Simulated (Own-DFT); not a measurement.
# PBE and PBEsol under strain: C40 NbSi2, 36 atoms (Nb12Si24)

Everything here is calculated. The program is Own-DFT (plane waves, in-house, since retired, never reviewed by a person); positions were held fixed, and spin and spin-orbit coupling were off.

Limits: forces on such cells failed a check on a denser k mesh; stress not checked against mesh or cutoff.

Each geometry was run with PBE and with PBEsol, otherwise alike: PseudoDojo norm-conserving scalar-relativistic files made for PBE; cutoff 42 hartree; 4 x 4 x 5 k mesh centred on Gamma; cold (Marzari-Vanderbilt) smearing of 0.2 eV. Unstrained cell vectors in Å: (0.000, 8.324, 0.000); (-9.613, 0.000, 0.000); (0.000, 0.000, 6.586). Each has a uniform strain, of which the change of volume is shown, and random moves of rms u per axis.

| run | volume change (%) | u (Å) | P with PBE (GPa) | P with PBEsol (GPa) |
|---|---|---|---|---|
| 1 | 1.52 | 0.0529 | 0.32 | -3.26 |
| 2 | 1.16 | 0.0495 | 0.43 | -3.17 |
| 3 | 0.93 | 0.0559 | 1.56 | -2.06 |
| 4 | 4.46 | 0.0528 | -4.53 | -7.99 |
| 5 | -0.81 | 0.0511 | 4.17 | 0.49 |
| 6 | -0.71 | 0.0445 | 4.29 | 0.60 |
| 7 | 1.04 | 0.0504 | 1.00 | -2.61 |
| 8 | -2.52 | 0.0512 | 7.94 | 4.18 |
| 9 | 3.03 | 0.0551 | -2.31 | -5.83 |
| 10 | 2.27 | 0.0551 | -1.26 | -4.81 |
| 11 | 1.59 | 0.0459 | -0.05 | ? |

The question: by how much does PBEsol shrink this cell, and what belongs in the blank?

## Worked answer

Write v for the change of volume as a fraction. Fitted to v and u², the PBE pressure has a slope of -180 ± 6 GPa in v, with the ions held to the strained lattice. The difference PBEsol less PBE is -3.65 + 4.3 v GPa (slope ± 0.1) and averages -3.61 GPa. Divided by the mean slope of the two, 178 GPa, that makes PBEsol's volume at a given pressure, near -1 GPa, about 2.0 % smaller, or 0.68 % in lengths. At one volume PBEsol's slope is the smaller by 4 GPa, but its pressure there is lower too. If stiffness rises by about 4 GPa for each GPa, PBEsol at equal pressure is stiffer by about 10 GPa. Files made for PBEsol would give a different shift.

For run 11 the line gives -3.64 GPa. The calculation gave -3.64 GPa.
